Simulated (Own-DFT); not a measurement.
# Response to strain: C40 NbSi2, 36 atoms (Nb12Si24)

Calculated results; nothing here was measured. They come from Own-DFT, an in-house plane-wave density functional program, since retired, whose code no person has reviewed. Each row is one single-point run on a periodic cell that was not relaxed, without spin or spin-orbit coupling.

Settings of every run: PBE; PseudoDojo norm-conserving scalar-relativistic files; cutoff 42 hartree; 4 x 4 x 5 k mesh centred on Gamma; cold (Marzari-Vanderbilt) smearing of 0.2 eV.

Known limits: forces on such cells failed a check on a denser k mesh; stress not checked against mesh or cutoff.

Unstrained cell vectors in Å: (0.000, 8.324, 0.000); (-9.613, 0.000, 0.000); (0.000, 0.000, 6.586). The unstrained cell was taken from the Materials Project. The random moves and any unrelaxed bonds add to the pressure at no strain. Each run strains this cell uniformly, with the atoms carried along. Every atom was also moved at random, by a Gaussian of width 0.05 Å on each axis. Strain is the symmetric tensor, in per cent. Stress is positive in tension, and the pressure is minus a third of its trace.

```
run,e_xx (%),e_yy (%),e_zz (%),e_yz (%),e_xz (%),e_xy (%),s_xx (GPa),s_yy (GPa),s_zz (GPa),s_yz (GPa),s_xz (GPa),s_xy (GPa),P (GPa),E (meV/atom)
1,-0.79,1.72,-0.47,1.41,1.10,0.66,-3.92,2.48,-5.33,4.38,2.91,1.99,2.26,6.3
2,-0.72,0.45,-0.21,-0.80,1.70,-1.83,-5.80,-1.56,-4.89,-1.89,4.94,-5.13,4.08,14.4
3,1.00,0.43,-0.50,-0.79,-0.88,-1.76,0.79,-0.89,-4.97,-3.15,-3.03,-4.87,1.69,12.2
4,0.90,1.99,1.96,0.90,0.44,-0.27,3.41,6.73,6.23,2.10,0.96,-1.14,-5.46,4.4
5,1.61,-1.15,-0.67,-0.11,-0.62,-1.39,2.00,-6.14,-6.62,-0.57,-1.40,-4.02,3.59,11.9
6,-0.17,-0.30,-1.03,0.58,1.44,-1.76,-3.78,-4.48,-9.83,2.14,5.00,-5.62,6.03,17.4
7,1.88,0.78,-0.26,0.58,1.88,-1.73,3.43,0.93,-3.63,1.75,5.13,-3.99,-0.24,31.8
8,0.02,1.78,1.21,1.93,-0.10,1.07,-0.78,4.47,2.46,5.91,-0.27,2.90,-2.05,14.3
9,-1.03,-1.38,-0.08,1.05,0.29,-1.33,-7.70,-8.70,-6.77,4.03,1.16,-5.05,7.72,23.7
10,-1.29,0.32,1.33,-0.52,-0.55,-0.15,-6.01,-1.14,1.93,-1.09,-1.75,-0.58,1.74,0.4
11,-1.95,0.88,-0.67,1.84,1.81,1.13,-10.22,-1.84,-9.44,5.80,5.39,3.43,7.16,45.4
12,1.17,1.19,1.41,0.82,0.69,-0.25,2.79,4.27,4.11,2.85,1.75,-0.40,-3.72,0.0
13,1.72,-0.35,0.51,0.98,-0.58,0.41,3.27,-2.04,-0.58,2.40,-1.43,0.85,-0.21,6.9
14,-0.55,-0.81,1.10,0.93,-0.39,-1.23,-4.28,-4.94,0.28,2.28,-1.28,-4.03,2.98,1.9
15,0.48,-1.28,1.80,-1.72,0.61,-1.14,0.27,-5.23,3.14,-4.95,1.57,-2.84,0.61,7.2
16,-1.42,1.79,-0.65,-1.40,0.57,-1.76,?,?,?,?,?,?,?,?
```

E is the free energy for each atom above the lowest run shown.

## Worked fit

Each stress component was fitted by least squares to a constant and the strains of the runs shown, as fractions, with shears doubled. Shear strains stay in the fit of a normal stress only where such slopes are resolved. The slopes, in GPa:

| stress | at no strain | per e_xx | per e_yy | per e_zz | scatter |
|---|---|---|---|---|---|
| s_xx | -2.8 | 353 ± 13 | 57 ± 13 | 82 ± 15 | 0.56 |
| s_yy | -2.7 | 76 ± 6 | 354 ± 7 | 92 ± 7 | 0.28 |
| s_zz | -4.2 | 83 ± 14 | 66 ± 15 | 463 ± 17 | 0.63 |

Each shear stress against twice its own strain: yz 149 ± 8, xz 148 ± 5, xy 156 ± 8 GPa. These are stiffnesses along x, y and z of the frame in which the cell vectors are given, which need not be the crystal's axes. The atoms are held to the strained lattice; where symmetry lets them move under strain, relaxing them would lower some slopes. The table should be nearly symmetric about its diagonal, and what it lacks of that shows the noise. A ninth of its sum, 181 ± 7 GPa, estimates the bulk modulus near the mean pressure of these runs, 1.7 GPa, so it lies above the value at zero pressure.

## Withheld run

Question: what normal stresses and pressure should run 16 give?

The fit gives s_xx = -7.3, s_yy = 2.0, s_zz = -7.2 and P = 4.2 GPa. The calculation gave -7.25, 1.85, -7.53 and P = 4.31 GPa.
